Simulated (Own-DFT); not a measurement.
# What a defect does to the pressure of its cell: C11b WSi2

Calculated, not measured: single-point runs of Own-DFT, a retired in-house plane-wave DFT program that no person has reviewed, on unrelaxed cells, without spin or spin-orbit coupling.

Common settings: PBE; PseudoDojo norm-conserving scalar-relativistic files; cutoff 50 hartree; 5 x 5 x 5 k mesh centred on Gamma; cold (Marzari-Vanderbilt) smearing of 0.2 eV.

Limits: forces on such cells failed a check on a denser k mesh; stress not checked against mesh or cutoff.

All runs share one cell, with vectors in Å (-2.148, -5.953, 3.409); (-6.444, 2.976, 1.136); (-2.553, -2.948, -6.757) and a volume of 403.2 Å³. Atoms were moved at random from their sites; u is the rms move along one axis. The defect's site can differ from row to row.

```
cell,formula,u (Å),P (GPa)
no defect,Si20W10,0.0201,4.64
no defect,Si20W10,0.0469,5.56
no defect,Si20W10,0.0521,5.67
one W vacancy,Si20W9,0.0241,3.42
one W vacancy,Si20W9,0.0444,4.28
one W vacancy,Si20W9,0.0567,5.44
one Si vacancy,Si19W10,0.0312,2.87
one Si vacancy,Si19W10,0.0443,4.38
one Si vacancy,Si19W10,0.0455,4.11
one Si on a W site,Si21W9,0.0254,5.76
one Si on a W site,Si21W9,0.0305,5.99
one Si on a W site,Si21W9,0.0507,7.04
one W on a Si site,Si19W11,0.0274,9.85
one W on a Si site,Si19W11,0.0276,9.67
one W on a Si site,Si19W11,0.0428,?
one W on a Si site,Si19W11,0.0490,11.19
```

## Fit

P = P0 + c u² + a shift for each defect gives P0 = 4.02 GPa, c = 716 ± 79 GPa/Å² and a scatter of 0.26 GPa. The shifts, and each times the cell's volume:

- one W on a Si site: 5.28 ± 0.22 GPa, 13.3 eV
- one Si on a W site: 1.25 ± 0.22 GPa, 3.2 eV
- one W vacancy: -1.01 ± 0.22 GPa, -2.5 eV
- one Si vacancy: -1.43 ± 0.22 GPa, -3.6 eV

Against the defect-free cell, a freed cell would be larger where the shift is positive and smaller where it is negative (160.2 GPa Å³ is 1 eV). The atoms around the defects weren't relaxed, which would change these numbers.

## The run left out

Q: what pressure belongs in the blank (one W on a Si site, u = 0.0428 Å)?

Estimate: 10.61 ± 0.31 GPa. The run itself gave 10.26 GPa.
